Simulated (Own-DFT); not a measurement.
# One host, several defects: C11b WSi2

The numbers are computed, not measured, by runs of the plane-wave DFT program Own-DFT (in-house, retired, unreviewed) at fixed positions, with no spin and no spin-orbit coupling.

Settings: PBE; PseudoDojo norm-conserving scalar-relativistic files; cutoff 50 hartree; 5 x 5 x 5 k mesh centred on Gamma; cold (Marzari-Vanderbilt) smearing of 0.2 eV.

Caveats: forces on such cells failed a check on a denser k mesh; stress not checked against mesh or cutoff.

All runs share one cell, with vectors in Å (-2.148, -5.953, 3.409); (-6.444, 2.976, 1.136); (-2.553, -2.948, -6.757) and a volume of 403.2 Å³. Atoms were moved at random from their sites; u is the rms move along one axis. The defect's site can differ from row to row.

| cell | formula | u (Å) | P (GPa) |
|---|---|---|---|
| no defect | Si20W10 | 0.0200 | 4.47 |
| no defect | Si20W10 | 0.0222 | 4.40 |
| no defect | Si20W10 | 0.0476 | 5.74 |
| one W on a Si site | Si19W11 | 0.0277 | 9.55 |
| one W on a Si site | Si19W11 | 0.0497 | 11.39 |
| one W on a Si site | Si19W11 | 0.0533 | 11.49 |
| one Si on a W site | Si21W9 | 0.0308 | 5.92 |
| one Si on a W site | Si21W9 | 0.0525 | 7.67 |
| one Si on a W site | Si21W9 | 0.0559 | 7.46 |
| one W vacancy | Si20W9 | 0.0306 | 3.79 |
| one W vacancy | Si20W9 | 0.0458 | 4.61 |
| one W vacancy | Si20W9 | 0.0493 | 4.64 |
| one Si vacancy | Si19W10 | 0.0294 | 3.23 |
| one Si vacancy | Si19W10 | 0.0307 | 3.44 |
| one Si vacancy | Si19W10 | 0.0498 | ? |
| one Si vacancy | Si19W10 | 0.0539 | 4.90 |

## Analysis

P = P0 + c u² + a shift for each defect gives P0 = 4.03 GPa, c = 797 ± 58 GPa/Å² and a scatter of 0.20 GPa. The shifts, and each times the cell's volume:

- one W on a Si site: 5.16 ± 0.17 GPa, 13.0 eV
- one Si on a W site: 1.17 ± 0.18 GPa, 2.9 eV
- one W vacancy: -1.14 ± 0.17 GPa, -2.9 eV
- one Si vacancy: -1.43 ± 0.16 GPa, -3.6 eV

Against the defect-free cell, a freed cell would be larger where the shift is positive and smaller where it is negative (160.2 GPa Å³ is 1 eV). The atoms around the defects weren't relaxed, which would change these numbers.

## Withheld run

Question: what pressure belongs in the blank (one Si vacancy, u = 0.0498 Å)?

From the fit: 4.58 ± 0.23 GPa. Computed: 4.56 GPa.
